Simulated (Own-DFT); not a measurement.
# Biaxial strain at fixed height in wurtzite AlN, 72 atoms (Al36N36)

No measurement is shown. These are fixed-geometry runs of a retired plane-wave code named Own-DFT, which no person has reviewed; spin and spin-orbit coupling are neglected.

Common settings: PBE; PseudoDojo norm-conserving scalar-relativistic files; cutoff 42 hartree; 3 x 3 x 2 k mesh centred on Gamma; Fermi-Dirac smearing of 0.1 eV.

Keep in mind: forces on such cells moved up to 12 meV/angstrom on a denser k mesh; stress not checked against mesh or cutoff.

Unstrained cell vectors in Å: (9.336, 0.000, 0.000); (-4.668, 8.085, 0.000); (0.000, 0.000, 9.964). The unstrained cell has measured lattice constants (interpolated for alloys), not those of this functional. That, the random moves and any unrelaxed bonds set the pressure at no strain. Each run strains x and y alike by e, as a substrate would, and holds the height along z. Each atom got a random Gaussian move of width 0.05 Å along each axis. Stress is positive in tension.

```
e (%),u (Å),(s_xx + s_yy)/2 (GPa),s_zz (GPa)
-2.75,0.053,-24.64,-9.68
-2.50,0.051,-21.86,-9.35
-1.75,0.049,-16.18,-9.05
-0.75,0.050,-10.06,-7.69
-0.50,0.049,-9.11,-4.67
-0.25,0.050,?,?
1.25,0.047,1.47,-3.44
1.75,0.048,4.38,-3.71
2.00,0.053,4.92,-4.45
2.75,0.051,7.62,-1.03
```

## Working it out

With e as a fraction, the in-plane stress is -5.4 + 585 e - 3652 e² GPa (errors 9 and 673, scatter 0.53), and s_zz is -5.8 + 143 e GPa (slope ± 19, scatter 1.08). At e = 0 the first slope is C11 + C12 and the second 2 C13, both with the ions held to the strained lattice and at the cell's own pressure. The term in e² is negative: the layer stiffens under compression and softens under tension. A free layer would change its height as e changes, and the in-plane slope would drop by 2 C13²/C33 to the biaxial modulus. At fixed height, a misfit of 1 % moves the in-plane stress by about 5.9 GPa and s_zz by 1.4 GPa.

## Prediction

Question: what are the two stresses at e = -0.25 %?

Estimate: -6.8 and -6.2 GPa. The calculation gave -7.11 and -5.64 GPa.
